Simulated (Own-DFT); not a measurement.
AlGa$_{3}$N$_{4}$ (wurtzite random alloy, strained, atoms displaced) (calculated)

All values are calculated (Own-DFT development build). A calculation, not a measurement: plane-wave PBE density functional theory by an unreviewed code, no spin, of a simulated periodic cell, stress positive in tension, free energy of the whole cell less one offset for each atom, forces on such cells passed a denser k mesh, this cell's mesh not checked; offsets are fitted by least squares, one for each functional and potential file, so energies compare only between cells with the same atoms and settings and are not formation energies; the far tail of each file's local potential was reset to the Coulomb form; each entry is a single point on an unrelaxed cell, so the pressure reflects the starting lattice, mostly measured values, from which strain is counted, and rises with the displacements; printed positions are rounded, which can move forces by about a meV/angstrom; the program is a retired in-house code; no spin-orbit coupling.

Settings shared by all entries: functional PBE; k mesh 4 x 4 x 3 centred on Gamma.

(1) 
```cif
# cell vector a (Å): 9.2715 0.0000 0.0000
# cell vector b (Å): -4.6358 8.0294 0.0000
# cell vector c (Å): 0.0000 0.0000 10.2685
data_AlGa3N4
_symmetry_space_group_name_H-M 'P 1'
_symmetry_Int_Tables_number 1
_cell_length_a 9.2715
_cell_length_b 9.2716
_cell_length_c 10.2685
_cell_angle_alpha 90.000
_cell_angle_beta 90.000
_cell_angle_gamma 120.000
_cell_volume 764.43
loop_
_atom_site_label
_atom_site_type_symbol
_atom_site_fract_x
_atom_site_fract_y
_atom_site_fract_z
_atom_site_occupancy
Ga1 Ga 0.11113 0.21612 0.00463 1
Ga2 Ga 0.21625 0.10476 0.25607 1
N1 N 0.11389 0.21734 0.19370 1
N2 N 0.22568 0.11137 0.43778 1
Ga3 Ga 0.11457 0.22448 0.51061 1
Ga4 Ga 0.21678 0.10845 0.75383 1
N3 N 0.10413 0.20994 0.69148 1
N4 N 0.22757 0.11439 0.94002 1
Ga5 Ga 0.10652 0.55022 0.00125 1
Al1 Al 0.23454 0.45753 0.24120 1
N5 N 0.10554 0.54516 0.19166 1
N6 N 0.23460 0.45170 0.44615 1
Ga6 Ga 0.11632 0.54867 0.50403 1
Ga7 Ga 0.22225 0.45190 0.74828 1
N7 N 0.11217 0.55807 0.67879 1
N8 N 0.22219 0.44153 0.94593 1
Al2 Al 0.11858 0.89370 0.00289 1
Ga8 Ga 0.21977 0.77591 0.25421 1
N9 N 0.11094 0.89166 0.18562 1
N10 N 0.22462 0.77778 0.43484 1
Ga9 Ga 0.11140 0.89071 0.49924 1
Al3 Al 0.22399 0.77945 0.75056 1
N11 N 0.11521 0.89743 0.69175 1
N12 N 0.21664 0.78162 0.93688 1
Ga10 Ga 0.44183 0.22411 0.00316 1
Al4 Al 0.56386 0.11869 0.24092 1
N13 N 0.44887 0.23189 0.19535 1
N14 N 0.55422 0.10564 0.44076 1
Ga11 Ga 0.43854 0.22720 0.50239 1
Al5 Al 0.55736 0.11800 0.75195 1
N15 N 0.45186 0.22735 0.68974 1
N16 N 0.55579 0.11511 0.94509 1
Ga12 Ga 0.43681 0.55442 0.99009 1
Ga13 Ga 0.55438 0.44286 0.25245 1
N17 N 0.44641 0.56152 0.19638 1
N18 N 0.53999 0.44450 0.43635 1
Ga14 Ga 0.44616 0.54074 0.49665 1
Ga15 Ga 0.54599 0.43956 0.75067 1
N19 N 0.44050 0.56370 0.68909 1
N20 N 0.54807 0.44118 0.94352 1
Ga16 Ga 0.43905 0.88548 0.99777 1
Ga17 Ga 0.54699 0.76870 0.24688 1
N21 N 0.43391 0.88332 0.18686 1
N22 N 0.55563 0.77952 0.44979 1
Ga18 Ga 0.44483 0.88317 0.50390 1
Al6 Al 0.56250 0.78387 0.73905 1
N23 N 0.45515 0.89962 0.69235 1
N24 N 0.54556 0.77808 0.93405 1
Ga19 Ga 0.77579 0.22233 0.99833 1
Ga20 Ga 0.88428 0.10560 0.24857 1
N25 N 0.78103 0.22079 0.19375 1
N26 N 0.88770 0.09871 0.44093 1
Ga21 Ga 0.76769 0.22497 0.49374 1
Al7 Al 0.88505 0.11216 0.74751 1
N27 N 0.76067 0.21416 0.67780 1
N28 N 0.88859 0.10658 0.93486 1
Al8 Al 0.76716 0.54817 0.00550 1
Al9 Al 0.89526 0.44016 0.24398 1
N29 N 0.77970 0.55550 0.18492 1
N30 N 0.88255 0.43826 0.43734 1
Ga22 Ga 0.78190 0.55928 0.50564 1
Ga23 Ga 0.89192 0.45087 0.74661 1
N31 N 0.77024 0.55176 0.68909 1
N32 N 0.90414 0.44597 0.94486 1
Ga24 Ga 0.77587 0.87344 0.99291 1
Ga25 Ga 0.88346 0.78027 0.24816 1
N33 N 0.78615 0.90137 0.18558 1
N34 N 0.88417 0.78034 0.44115 1
Ga26 Ga 0.77578 0.88489 0.49451 1
Ga27 Ga 0.89131 0.78003 0.75321 1
N35 N 0.77930 0.89287 0.68505 1
N36 N 0.88404 0.76986 0.93589 1
_calc_potential_files 'PseudoDojo norm-conserving, scalar-relativistic, standard set'
_calc_wave_cutoff 42  # hartree
_calc_occupations 'Fermi-Dirac'
_calc_smearing_width 0.1  # eV
_calc_free_energy_of_cell_above_offsets '11.766'  # eV
_calc_pressure 19.95  # GPa
_calc_stress_xx -24.77  # GPa
_calc_stress_yy -23.54  # GPa
_calc_stress_zz -11.54  # GPa
_calc_stress_yz -1.37  # GPa
_calc_stress_xz 0.61  # GPa
_calc_stress_xy 0.06  # GPa
```

Force:
```tsv
element	x (eV/Å)	y (eV/Å)	z (eV/Å)
Ga	-0.913	-0.012	0.371
Ga	1.059	0.966	-0.274
N	-0.906	2.374	-0.527
N	-1.14	-0.213	0.743
Ga	-0.76	-0.636	-2.05
Ga	1.459	1.282	0.541
N	-1.208	2.122	0.72
N	-0.587	-1.73	-0.045
Ga	2.467	2.446	1.374
Al	-1.106	-2.994	2.026
N	0.928	1.095	-0.365
N	-1.735	-2.065	-2.713
Ga	-1.564	0.796	-2.654
Ga	0.227	-1.632	0.996
N	-0.576	1.249	3.029
N	-1.554	-0.751	-1.729
Al	-1.358	-0.455	-0.197
Ga	-0.673	-0.299	-0.673
N	0.138	-1.077	-0.586
N	-0.731	-0.62	1.402
Ga	0.273	-0.428	0.507
Al	0.3	0.765	-0.251
N	1.181	-2.593	-0.806
N	0.13	-0.854	-0.926
Ga	0.527	-0.231	1.29
Al	-1.355	-1.631	1.838
N	0.624	-2.728	-1.122
N	-2.153	0.147	-2.441
Ga	2.35	-1.17	-0.024
Al	-0.199	-0.783	0.472
N	-1.111	-1.542	0.018
N	-0.314	-0.277	-1.855
Ga	1.396	1.316	1.769
Ga	0.293	1.517	0.131
N	0.689	-2.318	-2.51
N	7.007	-2.089	-1.482
Ga	-4.153	5.427	3.314
Ga	-0.211	1.55	0.816
N	1.342	-0.322	-0.002
N	1.425	1.127	-0.819
Ga	-0.256	0.621	0.644
Ga	0.428	4.093	1.779
N	1.204	1.849	-0.134
N	0.354	-2.03	-2.284
Ga	-1.027	1.271	0.245
Al	-0.641	0.067	1.209
N	-1.512	-1.132	0.784
N	1.787	-0.307	-1.36
Ga	1.477	-0.565	0.683
Ga	1.182	2.194	2.041
N	-1.086	0.859	-1.226
N	-0.434	3.13	-0.782
Ga	2.197	-1.648	0.519
Al	-0.732	-0.253	-0.034
N	2.365	1.297	2.384
N	-0.331	-0.003	-0.661
Al	1.265	0.48	-1.038
Al	-2.008	0.156	1.652
N	0.612	-0.58	0.356
N	0.714	2.18	-1.604
Ga	-0.558	-0.721	-1.174
Ga	-0.142	-1.672	0.63
N	0.219	0.853	0.433
N	-5.251	-0.993	-2.135
Ga	-2.301	2.005	0.959
Ga	0.88	-0.346	0.488
N	-1.166	-3.722	-1.322
N	2.134	-1.286	-1.289
Ga	-0.872	0.515	1.858
Ga	-0.662	-0.065	-0.889
N	0.221	-0.062	0.891
N	2.433	-0.919	1.073
```

(2) 
```cif
# cell vector a (Å): 9.5092 0.0000 0.0000
# cell vector b (Å): -4.7546 8.2353 0.0000
# cell vector c (Å): 0.0000 0.0000 10.4995
data_AlGa3N4
_symmetry_space_group_name_H-M 'P 1'
_symmetry_Int_Tables_number 1
_cell_length_a 9.5092
_cell_length_b 9.5093
_cell_length_c 10.4995
_cell_angle_alpha 90.000
_cell_angle_beta 90.000
_cell_angle_gamma 120.000
_cell_volume 822.23
loop_
_atom_site_label
_atom_site_type_symbol
_atom_site_fract_x
_atom_site_fract_y
_atom_site_fract_z
_atom_site_occupancy
Al1 Al 0.11086 0.21908 0.98941 1
Ga1 Ga 0.22698 0.11607 0.25572 1
N1 N 0.10987 0.22276 0.18764 1
N2 N 0.22983 0.11684 0.43460 1
Al2 Al 0.11788 0.22302 0.49661 1
Al3 Al 0.22137 0.11220 0.75838 1
N3 N 0.11409 0.22776 0.68645 1
N4 N 0.22560 0.12007 0.93855 1
Ga2 Ga 0.10807 0.55249 0.00630 1
Ga3 Ga 0.22487 0.44506 0.25047 1
N5 N 0.11573 0.55449 0.18479 1
N6 N 0.21589 0.44062 0.44490 1
Al4 Al 0.11570 0.55749 0.50606 1
Ga4 Ga 0.23269 0.45243 0.75685 1
N7 N 0.11585 0.55572 0.68977 1
N8 N 0.22482 0.44624 0.94208 1
Ga5 Ga 0.11031 0.88135 0.99714 1
Ga6 Ga 0.22947 0.78391 0.24976 1
N9 N 0.12517 0.89544 0.19135 1
N10 N 0.22041 0.78563 0.43576 1
Ga7 Ga 0.10361 0.88136 0.49871 1
Ga8 Ga 0.22593 0.78329 0.74345 1
N11 N 0.11398 0.88823 0.69124 1
N12 N 0.22853 0.78867 0.93672 1
Al5 Al 0.45288 0.23955 0.00347 1
Ga9 Ga 0.55681 0.10828 0.25486 1
N13 N 0.44774 0.22519 0.19561 1
N14 N 0.54748 0.11279 0.43123 1
Al6 Al 0.45801 0.23659 0.50320 1
Ga10 Ga 0.54769 0.11383 0.74865 1
N15 N 0.43731 0.21102 0.69365 1
N16 N 0.56477 0.12160 0.94296 1
Ga11 Ga 0.43755 0.54648 0.99703 1
Ga12 Ga 0.55355 0.43810 0.24988 1
N17 N 0.43965 0.56406 0.19541 1
N18 N 0.54455 0.42845 0.43571 1
Ga13 Ga 0.44556 0.55028 0.50087 1
Ga14 Ga 0.55437 0.45170 0.75167 1
N19 N 0.44814 0.54705 0.68283 1
N20 N 0.55480 0.44199 0.94688 1
Ga15 Ga 0.43098 0.88396 0.99585 1
Al7 Al 0.55451 0.77531 0.25144 1
N21 N 0.44528 0.89337 0.18749 1
N22 N 0.55448 0.77544 0.44299 1
Ga16 Ga 0.44058 0.89044 0.50394 1
Ga17 Ga 0.54112 0.75969 0.74619 1
N23 N 0.44715 0.88815 0.68789 1
N24 N 0.56654 0.78170 0.94772 1
Al8 Al 0.77087 0.21920 0.00205 1
Ga18 Ga 0.88155 0.11259 0.25886 1
N25 N 0.77942 0.21858 0.18557 1
N26 N 0.89193 0.11595 0.43614 1
Ga19 Ga 0.77715 0.22967 0.50543 1
Ga20 Ga 0.89256 0.11439 0.75814 1
N27 N 0.78767 0.22049 0.69069 1
N28 N 0.88807 0.10793 0.94936 1
Ga21 Ga 0.77944 0.54796 0.00320 1
Ga22 Ga 0.89497 0.44019 0.24920 1
N29 N 0.77006 0.55408 0.18292 1
N30 N 0.90045 0.44632 0.44678 1
Al9 Al 0.77648 0.54699 0.49809 1
Ga23 Ga 0.89353 0.46267 0.74459 1
N31 N 0.77909 0.54957 0.69403 1
N32 N 0.89586 0.44856 0.94202 1
Ga24 Ga 0.77818 0.89776 0.99554 1
Ga25 Ga 0.88742 0.77595 0.25616 1
N33 N 0.76716 0.87742 0.18381 1
N34 N 0.88524 0.77858 0.43906 1
Ga26 Ga 0.78170 0.88119 0.49767 1
Ga27 Ga 0.89359 0.77783 0.74572 1
N35 N 0.77499 0.88728 0.69069 1
N36 N 0.88889 0.77790 0.93789 1
_calc_potential_files 'PseudoDojo norm-conserving, scalar-relativistic, standard set with the stringent files for Ga'
_calc_wave_cutoff 96  # hartree
_calc_occupations 'Gaussian'
_calc_smearing_width 0.01  # eV
_calc_free_energy_of_cell_above_offsets '-8.716'  # eV
_calc_pressure 3.16  # GPa
_calc_stress_xx -6.99  # GPa
_calc_stress_yy -4.31  # GPa
_calc_stress_zz 1.81  # GPa
_calc_stress_yz 0.25  # GPa
_calc_stress_xz -0.66  # GPa
_calc_stress_xy 0.4  # GPa
```

Force:
```tsv
element	x (eV/Å)	y (eV/Å)	z (eV/Å)
Al	-0.47	0.276	2.355
Ga	-0.622	-0.095	-1.134
N	0.043	-0.172	-0.876
N	-0.266	0.028	2.341
Al	-0.779	-0.424	0.48
Al	-0.405	-0.006	-1.085
N	1.158	-0.683	0.332
N	0.909	-0.144	-0.196
Ga	0.552	0.848	-0.954
Ga	-0.392	-0.902	0.631
N	-0.696	0.633	1.228
N	0.209	0.671	-0.178
Al	0.496	0.26	-0.544
Ga	-1.096	-1.427	-0.752
N	0.074	0.81	-0.672
N	-0.853	-1.033	-0.73
Ga	-1.302	1.491	1.184
Ga	-0.083	-0.662	0.124
N	-1.788	-0.737	-0.636
N	0.979	-2.153	0.853
Ga	0.406	2.095	0.369
Ga	0.325	-0.668	1.102
N	-0.637	1.276	-0.692
N	-0.878	-2.518	-1.361
Al	0.158	-3.527	0.855
Ga	-0.279	0.453	-1.499
N	0.158	-0.579	-2.284
N	0.73	0.606	2.727
Al	-1.177	-4.362	0.553
Ga	3.107	-0.438	1.451
N	-1.59	2.066	-1.684
N	-1.783	-0.434	-0.452
Ga	0.886	2.296	2.081
Ga	-0.911	1.405	-0.142
N	1.581	-0.791	-0.772
N	1.647	3.537	0.596
Ga	-0.904	0.184	-1.293
Ga	2.103	-2.08	1.32
N	-1.388	0.427	0.327
N	0.049	1.098	-1.734
Ga	3.3	1.917	1.382
Al	-0.365	0.827	-0.116
N	1.31	-0.876	0.088
N	-0.152	-0.009	-1.046
Ga	0.599	0.227	-0.841
Ga	1.293	2.807	1.258
N	-0.162	0.014	0.178
N	-3.009	-1.914	-2.153
Al	1.576	0.673	0.035
Ga	1.755	-1.033	-1.708
N	-1.047	0.702	-0.322
N	0.4	-0.321	1.698
Ga	0.92	-1.841	-0.064
Ga	0.261	-0.693	-0.48
N	-2.261	1.053	0.026
N	-0.275	3.041	-1.437
Ga	-0.59	1.624	-0.544
Ga	-0.808	0.433	0.089
N	1.515	-0.06	1.874
N	-1.458	1.25	-0.788
Al	-0.266	0.483	0.032
Ga	3.33	-3.334	2.103
N	-3.078	1.41	-2.817
N	-0.372	-1.568	-0.79
Ga	1.751	-2.005	1.667
Ga	0.126	0.604	-2.083
N	0.213	0.882	1.406
N	1.486	-2.74	0.153
Ga	-2.643	2.221	1.329
Ga	-1.128	0.389	1.292
N	0.337	-0.382	-0.329
N	0.169	-0.407	-0.33
```

(3) 
```cif
# cell vector a (Å): 9.5092 0.0000 0.0000
# cell vector b (Å): -4.7546 8.2353 0.0000
# cell vector c (Å): 0.0000 0.0000 10.4995
data_AlGa3N4
_symmetry_space_group_name_H-M 'P 1'
_symmetry_Int_Tables_number 1
_cell_length_a 9.5092
_cell_length_b 9.5093
_cell_length_c 10.4995
_cell_angle_alpha 90.000
_cell_angle_beta 90.000
_cell_angle_gamma 120.000
_cell_volume 822.23
loop_
_atom_site_label
_atom_site_type_symbol
_atom_site_fract_x
_atom_site_fract_y
_atom_site_fract_z
_atom_site_occupancy
Ga1 Ga 0.10146 0.21748 0.00448 1
Al1 Al 0.22956 0.11016 0.25267 1
N1 N 0.11031 0.22815 0.19347 1
N2 N 0.22120 0.11510 0.43790 1
Ga2 Ga 0.10084 0.21453 0.50743 1
Ga3 Ga 0.21765 0.10360 0.75325 1
N3 N 0.11706 0.22444 0.68764 1
N4 N 0.21839 0.10987 0.94137 1
Ga4 Ga 0.09913 0.54818 0.00139 1
Ga5 Ga 0.22281 0.44330 0.24765 1
N5 N 0.11451 0.57256 0.18348 1
N6 N 0.22974 0.44738 0.43951 1
Al2 Al 0.11107 0.56967 0.49446 1
Ga6 Ga 0.22770 0.44824 0.74397 1
N7 N 0.10687 0.54697 0.68796 1
N8 N 0.22169 0.45173 0.93754 1
Ga7 Ga 0.09997 0.88702 0.99804 1
Ga8 Ga 0.22824 0.77822 0.23907 1
N9 N 0.12590 0.89326 0.19087 1
N10 N 0.21756 0.76468 0.44679 1
Ga9 Ga 0.10912 0.88940 0.50736 1
Ga10 Ga 0.23834 0.78372 0.73970 1
N11 N 0.10254 0.88032 0.68798 1
N12 N 0.22285 0.77995 0.93500 1
Ga11 Ga 0.44194 0.22164 0.99788 1
Al3 Al 0.55674 0.11201 0.24986 1
N13 N 0.44738 0.22491 0.19154 1
N14 N 0.55760 0.10675 0.44355 1
Ga12 Ga 0.45902 0.21940 0.49899 1
Ga13 Ga 0.56414 0.12233 0.75622 1
N15 N 0.44643 0.22322 0.70461 1
N16 N 0.56854 0.12139 0.93758 1
Al4 Al 0.44889 0.55858 0.99664 1
Ga14 Ga 0.54842 0.44103 0.24791 1
N17 N 0.44462 0.55186 0.18479 1
N18 N 0.56158 0.45354 0.42976 1
Al5 Al 0.44461 0.55159 0.50139 1
Al6 Al 0.56091 0.43877 0.74786 1
N19 N 0.44872 0.55444 0.69126 1
N20 N 0.55027 0.44684 0.93926 1
Ga15 Ga 0.43672 0.88413 0.00136 1
Ga16 Ga 0.56069 0.78523 0.24918 1
N21 N 0.44552 0.88707 0.18723 1
N22 N 0.55475 0.78108 0.43022 1
Ga17 Ga 0.44497 0.90252 0.50340 1
Ga18 Ga 0.55537 0.78359 0.74519 1
N23 N 0.43058 0.88751 0.68808 1
N24 N 0.55372 0.77583 0.93556 1
Al7 Al 0.76807 0.21829 0.00342 1
Ga19 Ga 0.89761 0.11040 0.25126 1
N25 N 0.78079 0.21561 0.18620 1
N26 N 0.89964 0.11927 0.43999 1
Ga20 Ga 0.78268 0.22626 0.50231 1
Ga21 Ga 0.89060 0.11099 0.75583 1
N27 N 0.77664 0.22842 0.68980 1
N28 N 0.89382 0.11666 0.93237 1
Ga22 Ga 0.77669 0.55880 0.99710 1
Al8 Al 0.88807 0.44658 0.24702 1
N29 N 0.78509 0.56112 0.18758 1
N30 N 0.89659 0.44383 0.44191 1
Ga23 Ga 0.78517 0.55789 0.49779 1
Al9 Al 0.88402 0.44338 0.74675 1
N31 N 0.77013 0.54540 0.68650 1
N32 N 0.88984 0.44187 0.93674 1
Ga24 Ga 0.77694 0.89493 0.99269 1
Ga25 Ga 0.88638 0.77664 0.24922 1
N33 N 0.79296 0.90059 0.17981 1
N34 N 0.88237 0.77281 0.44110 1
Ga26 Ga 0.78420 0.89764 0.50100 1
Ga27 Ga 0.89590 0.78374 0.74490 1
N35 N 0.77377 0.89160 0.69203 1
N36 N 0.88503 0.78011 0.93436 1
_calc_potential_files 'PseudoDojo norm-conserving, scalar-relativistic, standard set with the stringent files for Ga'
_calc_wave_cutoff 96  # hartree
_calc_occupations 'Gaussian'
_calc_smearing_width 0.01  # eV
_calc_free_energy_of_cell_above_offsets '-9.192'  # eV
_calc_pressure 3.17  # GPa
_calc_stress_xx -5.7  # GPa
_calc_stress_yy -5.99  # GPa
_calc_stress_zz 2.18  # GPa
_calc_stress_yz 0.07  # GPa
_calc_stress_xz 0.04  # GPa
_calc_stress_xy -1.88  # GPa
```

Force:
```tsv
element	x (eV/Å)	y (eV/Å)	z (eV/Å)
Ga	1.152	1.808	-0.147
Al	-1.009	0.25	0.091
N	2.052	-1.266	-0.863
N	1.282	-0.675	-0.161
Ga	2.387	2.531	-0.467
Ga	0.014	0.747	0.09
N	-0.458	-0.956	0.75
N	-0.117	0.041	-0.176
Ga	1.396	1.383	-0.779
Ga	-0.312	1.438	1.015
N	-0.258	-3.842	0.63
N	-1.085	0.227	0.239
Al	2.063	-4.795	2.081
Ga	-0.465	-0.254	1.179
N	-1.163	0.953	-1.055
N	1.249	-0.683	0.328
Ga	1.74	-0.06	0.591
Ga	-0.337	0.831	2.199
N	-2.106	0.881	-0.339
N	-0.381	4.744	-1.793
Ga	0.318	0	-1.848
Ga	-5.386	-4.164	3.048
N	1.7	1.344	-0.022
N	-0.828	-0.112	-0.259
Ga	0.081	0.274	0.332
Al	0.454	-0.222	-0.254
N	0.443	-1.666	-0.179
N	0.822	1.686	-2.49
Ga	-3.088	1.668	0.763
Ga	-0.16	-1.292	-0.211
N	-0.427	-0.243	-1.931
N	-1.402	-1.444	0.738
Al	-1.394	-0.39	0.285
Ga	0.911	1.177	-0.009
N	-0.358	1.234	-1.085
N	0.088	-0.982	1.742
Al	-0.205	0.738	-0.402
Al	-1.75	1.167	1.008
N	1.024	0.133	-1.322
N	0.695	-0.133	-0.932
Ga	0.562	0.424	-0.568
Ga	0.787	-0.952	-0.428
N	0.41	1.97	0.116
N	0.321	-0.131	2.007
Ga	0.661	-3.647	-0.205
Ga	-0.344	-1.082	0.678
N	5.489	3.699	-1.49
N	-0.254	0.174	0.13
Al	2.237	1.298	-0.074
Ga	-0.928	0.348	0.528
N	-1.533	1.133	0.398
N	-2.093	-1.344	-0.733
Ga	0.484	-0.183	0.325
Ga	-0.079	1.06	-1.41
N	1.018	-0.372	-0.318
N	-1.851	-0.136	1.562
Ga	0.213	-0.531	0.202
Al	0.775	-0.028	0.19
N	-0.196	-1.253	-0.117
N	-0.64	0.426	-1.874
Ga	-0.816	-0.946	0.271
Al	1.264	0.704	0.682
N	0.668	0.846	0.255
N	-1.81	-1.115	-0.644
Ga	-0.053	-0.362	0.35
Ga	0.92	0.757	0.29
N	-0.746	-1.289	0.42
N	0.546	1.459	-0.477
Ga	-0.99	-1.078	-0.133
Ga	-2.034	-1.969	0.979
N	0.872	0.282	-0.939
N	-0.041	-0.239	-0.359
```

(4) 
```cif
# cell vector a (Å): 9.5092 0.0000 0.0000
# cell vector b (Å): -4.7546 8.2353 0.0000
# cell vector c (Å): 0.0000 0.0000 10.4995
data_AlGa3N4
_symmetry_space_group_name_H-M 'P 1'
_symmetry_Int_Tables_number 1
_cell_length_a 9.5092
_cell_length_b 9.5093
_cell_length_c 10.4995
_cell_angle_alpha 90.000
_cell_angle_beta 90.000
_cell_angle_gamma 120.000
_cell_volume 822.23
loop_
_atom_site_label
_atom_site_type_symbol
_atom_site_fract_x
_atom_site_fract_y
_atom_site_fract_z
_atom_site_occupancy
Al1 Al 0.10677 0.21262 0.00633 1
Ga1 Ga 0.22522 0.10677 0.24724 1
N1 N 0.10959 0.22009 0.19133 1
N2 N 0.22484 0.11205 0.43564 1
Al2 Al 0.10422 0.22100 0.49966 1
Ga2 Ga 0.21860 0.10309 0.74994 1
N3 N 0.10832 0.21368 0.69164 1
N4 N 0.23278 0.11911 0.93667 1
Al3 Al 0.10874 0.55500 0.00296 1
Ga3 Ga 0.22542 0.43881 0.24337 1
N5 N 0.09817 0.55076 0.18873 1
N6 N 0.21940 0.44105 0.43834 1
Ga4 Ga 0.10371 0.53966 0.49200 1
Ga5 Ga 0.22884 0.44338 0.74820 1
N7 N 0.11170 0.55730 0.68543 1
N8 N 0.23159 0.44733 0.94254 1
Ga6 Ga 0.09694 0.87982 0.01331 1
Al4 Al 0.23860 0.79032 0.24492 1
N9 N 0.11683 0.89877 0.19072 1
N10 N 0.21563 0.77451 0.44214 1
Al5 Al 0.10989 0.89475 0.50543 1
Ga7 Ga 0.22451 0.76909 0.75414 1
N11 N 0.09967 0.87827 0.69571 1
N12 N 0.23456 0.78914 0.93755 1
Ga8 Ga 0.44813 0.22070 0.00155 1
Ga9 Ga 0.56567 0.11271 0.25116 1
N13 N 0.43412 0.22298 0.19355 1
N14 N 0.55580 0.11046 0.43847 1
Ga10 Ga 0.44355 0.22098 0.49501 1
Ga11 Ga 0.54540 0.10319 0.74514 1
N15 N 0.45428 0.22526 0.69163 1
N16 N 0.54773 0.10582 0.95017 1
Ga12 Ga 0.45315 0.55962 0.00124 1
Al6 Al 0.56267 0.44551 0.25008 1
N17 N 0.44533 0.55868 0.18621 1
N18 N 0.55977 0.45351 0.44048 1
Ga13 Ga 0.45931 0.56343 0.50842 1
Ga14 Ga 0.55931 0.44834 0.75606 1
N19 N 0.43770 0.55907 0.69239 1
N20 N 0.55284 0.44114 0.93376 1
Ga15 Ga 0.44406 0.88952 0.99988 1
Ga16 Ga 0.55215 0.77854 0.25451 1
N21 N 0.43629 0.87477 0.18806 1
N22 N 0.55406 0.78610 0.43613 1
Ga17 Ga 0.43785 0.87914 0.48946 1
Ga18 Ga 0.54383 0.77422 0.74522 1
N23 N 0.44249 0.88676 0.69588 1
N24 N 0.54682 0.77100 0.93896 1
Ga19 Ga 0.77681 0.22487 0.00030 1
Ga20 Ga 0.89327 0.11360 0.25199 1
N25 N 0.78223 0.22615 0.19831 1
N26 N 0.88556 0.10631 0.43857 1
Al7 Al 0.78020 0.22260 0.49571 1
Ga21 Ga 0.88707 0.10783 0.74285 1
N27 N 0.77885 0.22295 0.69089 1
N28 N 0.89713 0.12077 0.94021 1
Ga22 Ga 0.78231 0.55182 0.99978 1
Ga23 Ga 0.89579 0.45355 0.25269 1
N29 N 0.78352 0.56100 0.18845 1
N30 N 0.87376 0.43293 0.43616 1
Ga24 Ga 0.78383 0.56496 0.49851 1
Ga25 Ga 0.88780 0.45056 0.74744 1
N31 N 0.78814 0.56361 0.69351 1
N32 N 0.89839 0.45496 0.94411 1
Ga26 Ga 0.77490 0.87533 0.00311 1
Al8 Al 0.88857 0.77526 0.25511 1
N33 N 0.78206 0.88957 0.19028 1
N34 N 0.89522 0.77541 0.43802 1
Ga27 Ga 0.77959 0.89322 0.49604 1
Al9 Al 0.88536 0.77849 0.75316 1
N35 N 0.78306 0.88791 0.69041 1
N36 N 0.89620 0.78181 0.94677 1
_calc_potential_files 'PseudoDojo norm-conserving, scalar-relativistic, standard set with the stringent files for Ga'
_calc_wave_cutoff 96  # hartree
_calc_occupations 'Gaussian'
_calc_smearing_width 0.01  # eV
_calc_free_energy_of_cell_above_offsets '-9.126'  # eV
_calc_pressure 3.19  # GPa
_calc_stress_xx -6.86  # GPa
_calc_stress_yy -5.57  # GPa
_calc_stress_zz 2.86  # GPa
_calc_stress_yz -0.28  # GPa
_calc_stress_xz 0.48  # GPa
_calc_stress_xy -0.49  # GPa
```

Force:
```tsv
element	x (eV/Å)	y (eV/Å)	z (eV/Å)
Al	0.795	1.46	-1.112
Ga	-1.566	1.167	1.388
N	0.494	-0.425	-1.094
N	-1.502	-0.546	1.074
Al	1.397	0.063	0.252
Ga	0.567	0.328	0.719
N	0.177	1.041	-1.998
N	-1.759	-1.066	0.958
Al	1.799	0.635	-0.208
Ga	-0.875	0.904	0.771
N	2.892	2.372	-0.951
N	1.325	-0.832	-0.223
Ga	-0.866	1.701	1.022
Ga	-2.364	-1.268	1.475
N	0.38	-1.231	-0.21
N	-1.713	-0.857	0.227
Ga	3.075	2.216	-1.618
Al	-3.379	-2.468	1.576
N	0.091	-3.213	0.925
N	-0.637	0.28	-1.374
Al	1.044	-0.671	0.136
Ga	-1.449	0.652	-0.071
N	0.552	0.499	-1.421
N	-2.083	-2.405	0.968
Ga	-1.342	0.324	0.481
Ga	-1.592	-0.4	-0.024
N	3.085	1.69	-0.515
N	0.785	-0.082	0.143
Ga	0.254	0.584	0.964
Ga	1.459	0.979	1.247
N	-1.787	0.23	-1.124
N	1.723	1.093	-1.454
Ga	-0.857	-1.068	0.112
Al	-1.077	0.224	0.052
N	1.562	-0.55	0.905
N	0.595	-0.645	-1.154
Ga	-1.881	-0.504	-0.836
Ga	0.108	-0.293	-1.259
N	2.475	-0.362	-1.169
N	1.199	0.676	1.509
Ga	0.798	-0.561	0.534
Ga	1.24	-0.485	-1.032
N	1.15	2.378	-0.283
N	2.008	-1.362	0.509
Ga	-1.638	1.505	1.877
Ga	1.889	1.04	1.643
N	-0.435	0.039	-1.998
N	1.277	1.45	-0.608
Ga	0.657	-0.308	0.234
Ga	-0.284	-0.459	-0.322
N	0.054	0.061	-1.343
N	0.106	1.785	0.396
Al	-0.888	-0.84	1.043
Ga	-0.228	0.642	1.808
N	-0.482	-0.06	-1.37
N	-0.243	-1.315	-0.022
Ga	-1.318	0.479	0.326
Ga	-1.286	-1.303	0.355
N	-1.188	-0.126	0.517
N	0.72	0.674	0.576
Ga	0.223	-1.565	1.183
Ga	1.632	-1.003	0.764
N	-1.989	0.508	-0.689
N	0.234	-1.141	-1.064
Ga	-1.526	1.872	-0.146
Al	0.226	0.757	-0.525
N	0.1	-0.714	0.73
N	-0.524	1.745	-0.748
Ga	0.343	-1.162	0.99
Al	0.744	0.101	0.595
N	-0.947	-1.116	-0.64
N	-1.528	-1.745	-2.382
```
